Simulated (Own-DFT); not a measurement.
GaN (wurtzite, atoms displaced) (calculated)

All values are calculated (Own-DFT development build). A calculation, not a measurement: plane-wave PBE density functional theory by an unreviewed code, no spin, of a simulated periodic cell, stress positive in tension, free energy of the whole cell less one offset for each atom, forces on such cells passed a denser k mesh, this cell's mesh not checked; offsets are fitted by least squares, one for each functional and potential file, so energies compare only between cells with the same atoms and settings and are not formation energies; the far tail of each file's local potential was reset to the Coulomb form; each entry is a single point on an unrelaxed cell, so the pressure reflects the starting lattice, mostly measured values (interpolated for alloys), from which strain is counted, and rises with the displacements; printed positions are rounded, which can move forces by about a meV/angstrom; the program, named Own-DFT, is a retired in-house code; no spin-orbit coupling.

Common to all runs: functional PBE; potential files PseudoDojo norm-conserving, scalar-relativistic, standard set with the stringent files for Ga; wave cutoff 96 hartree; occupations Gaussian; smearing width 0.01 eV; k mesh 3 x 4 x 3 centred on Gamma.

(1) GaN (wurtzite, atoms displaced)

```cif
# cell vector a (Å): 12.7560 0.0000 0.0000
# cell vector b (Å): -4.7835 8.2853 0.0000
# cell vector c (Å): 0.0000 0.0000 10.3700
data_GaN
_symmetry_space_group_name_H-M 'P 1'
_symmetry_Int_Tables_number 1
_cell_length_a 12.7560
_cell_length_b 9.5670
_cell_length_c 10.3700
_cell_angle_alpha 90.000
_cell_angle_beta 90.000
_cell_angle_gamma 120.000
_cell_volume 1095.98
loop_
_atom_site_label
_atom_site_type_symbol
_atom_site_fract_x
_atom_site_fract_y
_atom_site_fract_z
_atom_site_occupancy
Ga1 Ga 0.07517 0.22340 0.99964 1
Ga2 Ga 0.16255 0.10700 0.25208 1
N1 N 0.08177 0.21823 0.18413 1
N2 N 0.16791 0.11738 0.43051 1
Ga3 Ga 0.07805 0.22027 0.50524 1
Ga4 Ga 0.16620 0.10674 0.75560 1
N3 N 0.08367 0.22446 0.69572 1
N4 N 0.16755 0.11485 0.94186 1
Ga5 Ga 0.08954 0.55888 0.00186 1
Ga6 Ga 0.15489 0.43052 0.25719 1
N5 N 0.08643 0.56679 0.19482 1
N6 N 0.16702 0.43630 0.43774 1
Ga7 Ga 0.09243 0.55962 0.50593 1
Ga8 Ga 0.17424 0.44711 0.74695 1
N7 N 0.09150 0.56364 0.69560 1
N8 N 0.17268 0.44752 0.94337 1
Ga9 Ga 0.08685 0.89197 0.99955 1
Ga10 Ga 0.16125 0.77495 0.25130 1
N9 N 0.08209 0.88274 0.18556 1
N10 N 0.16493 0.77211 0.44419 1
Ga11 Ga 0.08667 0.89525 0.49112 1
Ga12 Ga 0.16180 0.77885 0.73645 1
N11 N 0.08690 0.89064 0.68436 1
N12 N 0.16601 0.77094 0.94282 1
Ga13 Ga 0.32363 0.21491 0.00551 1
Ga14 Ga 0.41366 0.11767 0.24352 1
N13 N 0.33912 0.22974 0.18360 1
N14 N 0.41534 0.10434 0.44378 1
Ga15 Ga 0.33572 0.21582 0.49446 1
Ga16 Ga 0.42428 0.11027 0.74340 1
N15 N 0.33951 0.22179 0.68836 1
N16 N 0.41795 0.11652 0.93153 1
Ga17 Ga 0.33399 0.54521 0.00108 1
Ga18 Ga 0.42006 0.44703 0.25534 1
N17 N 0.33225 0.55188 0.18480 1
N18 N 0.42572 0.45219 0.43236 1
Ga19 Ga 0.33789 0.56004 0.49051 1
Ga20 Ga 0.41306 0.44899 0.74671 1
N19 N 0.33672 0.55198 0.68586 1
N20 N 0.41301 0.42928 0.93699 1
Ga21 Ga 0.33348 0.88848 0.99850 1
Ga22 Ga 0.42456 0.77750 0.24636 1
N21 N 0.33288 0.89044 0.18669 1
N22 N 0.41108 0.77537 0.45161 1
Ga23 Ga 0.33599 0.89802 0.49838 1
Ga24 Ga 0.42196 0.78037 0.74409 1
N23 N 0.33417 0.89308 0.68979 1
N24 N 0.40686 0.77826 0.93002 1
Ga25 Ga 0.59054 0.22757 0.00030 1
Ga26 Ga 0.67141 0.11361 0.24624 1
N25 N 0.58051 0.21712 0.18621 1
N26 N 0.66205 0.11495 0.43929 1
Ga27 Ga 0.58393 0.22842 0.49616 1
Ga28 Ga 0.67461 0.12080 0.75214 1
N27 N 0.57596 0.21572 0.68740 1
N28 N 0.66519 0.10998 0.93438 1
Ga29 Ga 0.58228 0.54560 0.99831 1
Ga30 Ga 0.66497 0.45033 0.25320 1
N29 N 0.58125 0.55526 0.18777 1
N30 N 0.66441 0.44898 0.44612 1
Ga31 Ga 0.58093 0.56603 0.49977 1
Ga32 Ga 0.66037 0.43549 0.74228 1
N31 N 0.59146 0.56471 0.68589 1
N32 N 0.66610 0.44177 0.94412 1
Ga33 Ga 0.58012 0.88294 0.00228 1
Ga34 Ga 0.66719 0.78188 0.25386 1
N33 N 0.58405 0.89157 0.18611 1
N34 N 0.67172 0.78446 0.44251 1
Ga35 Ga 0.58342 0.89031 0.49707 1
Ga36 Ga 0.66479 0.78013 0.74758 1
N35 N 0.57959 0.87999 0.68953 1
N36 N 0.65477 0.76491 0.92925 1
Ga37 Ga 0.83947 0.22749 0.00099 1
Ga38 Ga 0.91878 0.11360 0.25439 1
N37 N 0.83405 0.22212 0.19340 1
N38 N 0.90674 0.10729 0.44256 1
Ga39 Ga 0.83407 0.22496 0.49448 1
Ga40 Ga 0.91545 0.10957 0.74627 1
N39 N 0.83010 0.22343 0.68836 1
N40 N 0.91049 0.09796 0.94136 1
Ga41 Ga 0.83324 0.54944 0.99970 1
Ga42 Ga 0.91430 0.44171 0.24662 1
N41 N 0.83181 0.55614 0.19987 1
N42 N 0.91321 0.43202 0.43311 1
Ga43 Ga 0.83453 0.55180 0.50203 1
Ga44 Ga 0.91666 0.45301 0.74582 1
N43 N 0.83097 0.55152 0.68989 1
N44 N 0.91953 0.44033 0.94468 1
Ga45 Ga 0.83961 0.89829 0.00173 1
Ga46 Ga 0.91392 0.78070 0.24413 1
N45 N 0.82952 0.88544 0.18445 1
N46 N 0.91705 0.77668 0.43976 1
Ga47 Ga 0.83148 0.88960 0.50716 1
Ga48 Ga 0.91085 0.76688 0.75282 1
N47 N 0.83456 0.88523 0.69446 1
N48 N 0.92044 0.77044 0.93994 1
```

```
free energy of cell above offsets : -4.949 eV
pressure                          : 6.9 GPa
stress xx                         : -6.32 GPa
stress yy                         : -8.41 GPa
stress zz                         : -5.98 GPa
stress yz                         : 0.81 GPa
stress xz                         : -0.03 GPa
stress xy                         : 0.49 GPa
```

Force:
```csv
element,x (eV/Å),y (eV/Å),z (eV/Å)
Ga,1.424,0.203,-0.63
Ga,0.805,0.235,-1.768
N,-0.476,-0.203,0.813
N,-0.124,-0.136,1.529
Ga,0.511,-0.293,0.052
Ga,0.844,0.657,-0.664
N,0.098,-0.473,-0.771
N,-1.64,-0.887,-0.25
Ga,-0.083,-0.183,0.354
Ga,0.78,1.929,-1.591
N,0.153,-3.047,-0.764
N,-0.36,0.491,1.017
Ga,-0.916,-1.174,-0.517
Ga,-0.532,0.249,1.271
N,-0.64,-2.062,-1.074
N,-1.123,-1.13,-0.958
Ga,0.539,-0.814,-0.405
Ga,1.505,1.277,0.52
N,-0.887,1.134,0.646
N,-0.029,1.141,-0.832
Ga,-0.33,-0.691,0.918
Ga,2.037,1.155,2.402
N,-1.986,0.212,-0.263
N,-0.837,1.365,-1.285
Ga,2.276,0.474,-1.633
Ga,1.477,-1.471,0.523
N,-1.6,-0.419,1.74
N,0.013,2.066,-2.16
Ga,-0.869,1.235,1.339
Ga,-2.851,-0.84,1.96
N,-1.367,0.181,-0.817
N,0.181,-0.422,1.17
Ga,0.348,1.283,-0.476
Ga,-0.714,-0.016,-2.087
N,-0.178,0.014,1.516
N,-1.318,-1.198,1.352
Ga,-0.052,-1.562,1.154
Ga,2.648,-1.521,0.829
N,-1.448,1.082,-1.152
N,-0.2,1.345,-0.211
Ga,-0.597,0.952,-0.304
Ga,-2.576,-0.385,0.57
N,0.196,-0.184,0.869
N,1.068,1.094,-2.264
Ga,-0.207,-2.18,1.181
Ga,-1.942,-0.479,0.691
N,0.165,-1.082,-0.833
N,2.391,-1.023,0.933
Ga,-1.492,-1.552,-0.191
Ga,-1.636,-0.046,0.771
N,0.464,0.996,0.765
N,1.058,-0.538,-0.586
Ga,-0.194,-0.437,0.505
Ga,-1.686,-1.726,-0.423
N,3.198,1.476,-1.097
N,1.061,0.055,1.222
Ga,-1.195,0.657,-0.048
Ga,0.378,-0.956,0.14
N,0.324,0.827,0.155
N,0.243,0.313,-0.773
Ga,1.64,-0.452,0.774
Ga,-0.356,0.663,1.059
N,-0.904,-1.18,0.043
N,0.998,0.529,-1.583
Ga,-0.551,-0.089,-1.815
Ga,0.188,-0.664,-0.61
N,0.963,0.11,0.576
N,-0.871,-0.013,-0.899
Ga,-0.52,0.468,0.91
Ga,0.605,-0.315,0.417
N,0.778,2.333,-1.203
N,1.043,0.953,1.848
Ga,-0.929,-1.63,0.024
Ga,-0.272,-0.891,-0.309
N,0.716,-0.127,-1.064
N,1.942,-0.031,-0.366
Ga,-1.455,-0.872,1.202
Ga,-0.275,0.079,0.713
N,1.616,0.786,-0.564
N,-0.21,3.147,-1.448
Ga,-0.197,0.374,0.899
Ga,0.246,1.106,0.445
N,0.011,-0.251,-1.526
N,0.383,2.366,0.907
Ga,-0.111,0.249,-0.979
Ga,1.69,-1.152,1.119
N,-0.357,-0.045,-0.357
N,-0.063,0.828,-1.043
Ga,-0.608,-4.079,-0.397
Ga,0.653,-0.478,1.035
N,-0.05,0.997,0.863
N,-0.393,0.385,-0.256
Ga,1.212,-0.488,-0.133
Ga,0.663,1.3,-0.005
N,-0.3,0.506,-0.437
N,-1.021,0.609,0.079
```

(2) GaN (wurtzite, atoms displaced)

```cif
# cell vector a (Å): 12.7560 0.0000 0.0000
# cell vector b (Å): -4.7835 8.2853 0.0000
# cell vector c (Å): 0.0000 0.0000 10.3700
data_GaN
_symmetry_space_group_name_H-M 'P 1'
_symmetry_Int_Tables_number 1
_cell_length_a 12.7560
_cell_length_b 9.5670
_cell_length_c 10.3700
_cell_angle_alpha 90.000
_cell_angle_beta 90.000
_cell_angle_gamma 120.000
_cell_volume 1095.98
loop_
_atom_site_label
_atom_site_type_symbol
_atom_site_fract_x
_atom_site_fract_y
_atom_site_fract_z
_atom_site_occupancy
Ga1 Ga 0.08571 0.22767 0.00343 1
Ga2 Ga 0.16619 0.09764 0.24473 1
N1 N 0.09526 0.22833 0.18958 1
N2 N 0.16336 0.11292 0.44218 1
Ga3 Ga 0.07781 0.22017 0.50075 1
Ga4 Ga 0.16439 0.10225 0.75195 1
N3 N 0.09618 0.22676 0.68871 1
N4 N 0.17239 0.11627 0.93649 1
Ga5 Ga 0.08063 0.55714 0.99262 1
Ga6 Ga 0.16895 0.44921 0.24643 1
N5 N 0.08361 0.55038 0.19480 1
N6 N 0.15728 0.43955 0.43620 1
Ga7 Ga 0.07647 0.55349 0.49866 1
Ga8 Ga 0.17280 0.45120 0.74503 1
N7 N 0.08418 0.56080 0.68269 1
N8 N 0.16452 0.44764 0.94815 1
Ga9 Ga 0.08370 0.88822 0.00295 1
Ga10 Ga 0.15889 0.78363 0.23983 1
N9 N 0.08412 0.88464 0.18716 1
N10 N 0.16486 0.76994 0.43500 1
Ga11 Ga 0.08929 0.90389 0.49442 1
Ga12 Ga 0.17095 0.77366 0.75154 1
N11 N 0.08225 0.89193 0.68894 1
N12 N 0.16840 0.78564 0.94561 1
Ga13 Ga 0.33322 0.22026 0.00318 1
Ga14 Ga 0.40801 0.10665 0.24896 1
N13 N 0.33367 0.22470 0.19263 1
N14 N 0.42275 0.10916 0.44257 1
Ga15 Ga 0.33615 0.22412 0.50072 1
Ga16 Ga 0.41288 0.10929 0.74887 1
N15 N 0.33499 0.22680 0.68879 1
N16 N 0.41710 0.11173 0.93593 1
Ga17 Ga 0.34229 0.56121 0.99497 1
Ga18 Ga 0.40903 0.44574 0.25050 1
N17 N 0.32647 0.54970 0.19330 1
N18 N 0.41898 0.44552 0.44482 1
Ga19 Ga 0.34116 0.56494 0.49564 1
Ga20 Ga 0.41891 0.44528 0.75518 1
N19 N 0.32679 0.55589 0.67849 1
N20 N 0.42074 0.45595 0.94385 1
Ga21 Ga 0.33019 0.88595 0.99507 1
Ga22 Ga 0.42185 0.79237 0.24091 1
N21 N 0.33830 0.88914 0.18474 1
N22 N 0.41505 0.78175 0.42501 1
Ga23 Ga 0.33563 0.89095 0.50043 1
Ga24 Ga 0.41546 0.76807 0.74756 1
N23 N 0.33483 0.89286 0.69161 1
N24 N 0.41772 0.77353 0.93792 1
Ga25 Ga 0.58368 0.21094 0.00706 1
Ga26 Ga 0.66800 0.11023 0.24264 1
N25 N 0.57895 0.21926 0.18991 1
N26 N 0.66912 0.11274 0.43923 1
Ga27 Ga 0.57774 0.22209 0.49734 1
Ga28 Ga 0.67013 0.11438 0.75118 1
N27 N 0.58627 0.21614 0.68798 1
N28 N 0.66119 0.10880 0.93075 1
Ga29 Ga 0.58735 0.55724 0.00458 1
Ga30 Ga 0.66697 0.44643 0.24974 1
N29 N 0.57794 0.54879 0.19993 1
N30 N 0.65980 0.44364 0.42571 1
Ga31 Ga 0.57314 0.55440 0.50038 1
Ga32 Ga 0.66731 0.43699 0.74950 1
N31 N 0.58546 0.55339 0.69099 1
N32 N 0.66673 0.43793 0.93677 1
Ga33 Ga 0.58721 0.89753 0.00092 1
Ga34 Ga 0.66873 0.78814 0.25684 1
N33 N 0.58665 0.88715 0.18796 1
N34 N 0.66573 0.78560 0.42793 1
Ga35 Ga 0.58572 0.89023 0.50423 1
Ga36 Ga 0.66435 0.77728 0.75526 1
N35 N 0.58399 0.88884 0.68905 1
N36 N 0.67441 0.78521 0.93717 1
Ga37 Ga 0.83769 0.22846 0.00072 1
Ga38 Ga 0.91343 0.10662 0.24587 1
N37 N 0.83997 0.21363 0.18781 1
N38 N 0.91227 0.11339 0.43027 1
Ga39 Ga 0.82701 0.22187 0.49773 1
Ga40 Ga 0.91697 0.11796 0.75579 1
N39 N 0.83536 0.22569 0.68830 1
N40 N 0.92199 0.11354 0.94134 1
Ga41 Ga 0.83285 0.55689 0.99700 1
Ga42 Ga 0.91474 0.44271 0.24337 1
N41 N 0.83352 0.54946 0.18891 1
N42 N 0.91196 0.44863 0.43655 1
Ga43 Ga 0.83471 0.55263 0.50145 1
Ga44 Ga 0.91322 0.44269 0.73861 1
N43 N 0.84247 0.56449 0.68658 1
N44 N 0.91476 0.44195 0.93617 1
Ga45 Ga 0.83513 0.89277 0.00876 1
Ga46 Ga 0.92033 0.78196 0.24569 1
N45 N 0.83390 0.88552 0.19234 1
N46 N 0.92171 0.78335 0.44142 1
Ga47 Ga 0.83368 0.87696 0.49787 1
Ga48 Ga 0.91476 0.77861 0.74765 1
N47 N 0.83286 0.89510 0.69371 1
N48 N 0.91749 0.77794 0.93963 1
```

```
free energy of cell above offsets : -4.724 eV
pressure                          : 6.92 GPa
stress xx                         : -7.66 GPa
stress yy                         : -6.64 GPa
stress zz                         : -6.47 GPa
stress yz                         : 0.05 GPa
stress xz                         : -0.64 GPa
stress xy                         : 1.13 GPa
```

Force:
```csv
element,x (eV/Å),y (eV/Å),z (eV/Å)
Ga,0.768,-0.141,-0.058
Ga,-1.156,2.64,1.319
N,-1.028,-1.691,-0.119
N,1.268,1.223,-1.546
Ga,-0.199,0.568,-0.283
Ga,0.273,1.182,-0.177
N,-2.109,-0.165,0.264
N,-0.667,-0.61,0.996
Ga,0.261,-0.057,1.447
Ga,-0.651,-1.026,1.435
N,-1.594,1.257,-1.756
N,1.154,0.633,0.387
Ga,0.935,0.034,-0.925
Ga,-1.604,-1.376,0.945
N,0.158,-0.812,1.182
N,1.166,0.588,-1.901
Ga,-0.822,0.876,-1.515
Ga,4.526,-3.038,2.299
N,-2.329,1.026,-0.958
N,-0.507,1.985,-0.276
Ga,0.824,-2.576,1.464
Ga,-1.595,0.868,-0.3
N,0.839,-1.128,-0.289
N,-0.084,-1.335,-1.247
Ga,0.342,0.702,-0.375
Ga,1.459,0.347,0.536
N,-0.066,-0.621,-0.388
N,-2.743,-0.386,-1.224
Ga,-0.549,-0.414,0.172
Ga,0.725,0.883,0.206
N,0.185,-0.329,0.17
N,0.081,-0.069,0.584
Ga,-2.421,-0.713,1.977
Ga,0.991,0.075,0.591
N,1.496,2.269,-1.424
N,-1.857,-0.872,-1.33
Ga,-1.969,-0.883,-1.005
Ga,-0.366,-0.077,-0.542
N,2.32,0.563,0.954
N,1.404,-1.734,-0.799
Ga,1.261,0.715,0.388
Ga,0.583,-2.334,0.776
N,-2.41,0.614,-0.679
N,1.028,0.204,1.758
Ga,-0.616,-1.119,-0.217
Ga,-0.295,1.402,0.208
N,0.573,-0.963,-0.441
N,-0.231,1.37,-0.345
Ga,-1.509,1.23,-0.975
Ga,-0.087,0.484,1.46
N,0.649,-0.17,0.158
N,-1.475,-0.467,-0.833
Ga,2.455,1.064,0.374
Ga,-0.074,-0.668,-1.019
N,-1.122,0.618,-0.471
N,1.621,0.392,1.57
Ga,0.157,0.155,0.369
Ga,-0.059,-0.402,-1.05
N,-0.085,1.353,-1.635
N,0.587,0.418,3.373
Ga,2.944,1.192,-0.004
Ga,-0.013,0.48,-0.121
N,-0.295,0.294,-0.29
N,-0.395,0.162,0.551
Ga,0.431,-1.356,-0.544
Ga,0.64,-1.896,-2.376
N,-0.596,0.844,-0.942
N,0.64,-0.992,3.828
Ga,-0.695,0.395,-1.003
Ga,0.797,0.076,-0.804
N,-0.164,-0.245,0.201
N,-0.823,-0.548,1.267
Ga,-0.003,-0.94,-0.371
Ga,2.723,0.416,1.045
N,-2.904,1.408,-0.997
N,0.412,-0.774,1.361
Ga,1.484,0.34,-0.134
Ga,1.438,-0.184,-0.808
N,-0.076,-0.557,-0.319
N,-0.82,-0.052,0.239
Ga,0.101,-0.346,0.216
Ga,1.104,-0.363,1.08
N,-0.771,1.13,-0.734
N,0.795,-1.198,-0.395
Ga,-1.761,0.769,-0.823
Ga,1.131,0.782,1.427
N,-1.616,-1.078,0.012
N,-0.224,0.582,-0.634
Ga,0.445,-0.167,-1.379
Ga,-0.46,-1.488,1.258
N,-0.136,-0.04,-0.301
N,0.362,-1.064,-1.187
Ga,-1.739,1.959,0.624
Ga,0.227,1.027,0.515
N,0.094,-0.473,-0.912
N,-0.093,0.343,0.194
```
